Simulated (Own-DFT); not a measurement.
# Point defects and the pressure they add: zincblende GaAs

Everything here is calculated. The program is Own-DFT (plane waves, in-house, since retired, never reviewed by a person); positions were held fixed, and spin and spin-orbit coupling were off.

All runs used: PBE; PseudoDojo norm-conserving scalar-relativistic files; cutoff 42 hartree; 3 x 3 x 3 k mesh centred on Gamma; Fermi-Dirac smearing of 0.1 eV.

Keep in mind (not all hold for every row): not probed for a lower state with spin; forces not confirmed at this smearing and k mesh; stress not checked against mesh or cutoff.

All runs share one cell, with vectors in Å (11.737, 0.000, 0.000); (0.000, 11.737, 0.000); (0.000, 0.000, 10.833) and a volume of 1492.4 Å³, strained against the parent crystal. u is the rms random offset of the atoms per axis. The defect's site can differ from row to row.

| cell | formula | u (Å) | P (GPa) |
|---|---|---|---|
| no defect | As32Ga32 | 0.0297 | 1.24 |
| no defect | As32Ga32 | 0.0507 | 1.60 |
| no defect | As32Ga32 | 0.0555 | 1.61 |
| one As vacancy and one Ga vacancy | As31Ga31 | 0.0345 | 0.96 |
| one As vacancy and one Ga vacancy | As31Ga31 | 0.0487 | 1.08 |
| one As vacancy and one Ga vacancy | As31Ga31 | 0.0531 | 1.24 |
| one Al on a Ga site | AlAs32Ga31 | 0.0310 | 1.27 |
| one Al on a Ga site | AlAs32Ga31 | 0.0322 | 1.22 |
| one Al on a Ga site | AlAs32Ga31 | 0.0464 | 1.47 |
| one Al on a Ga site | AlAs32Ga31 | 0.0521 | ? |

## Analysis

P = P0 + c u² + a shift for each defect gives P0 = 1.10 GPa, c = 174 ± 20 GPa/Å² and a scatter of 0.04 GPa. The shifts, and each times the cell's volume:

- one Al on a Ga site: -0.02 ± 0.04 GPa, -0.2 eV (not resolved)
- one As vacancy and one Ga vacancy: -0.38 ± 0.04 GPa, -3.6 eV

Against the defect-free cell, a freed cell would be larger where the shift is positive and smaller where it is negative (160.2 GPa Å³ is 1 eV). The atoms around the defects weren't relaxed, which would change these numbers.

## Check

Question: what pressure belongs in the blank (one Al on a Ga site, u = 0.0521 Å)?

From the fit: 1.55 ± 0.06 GPa. The hidden result is 1.52 GPa.
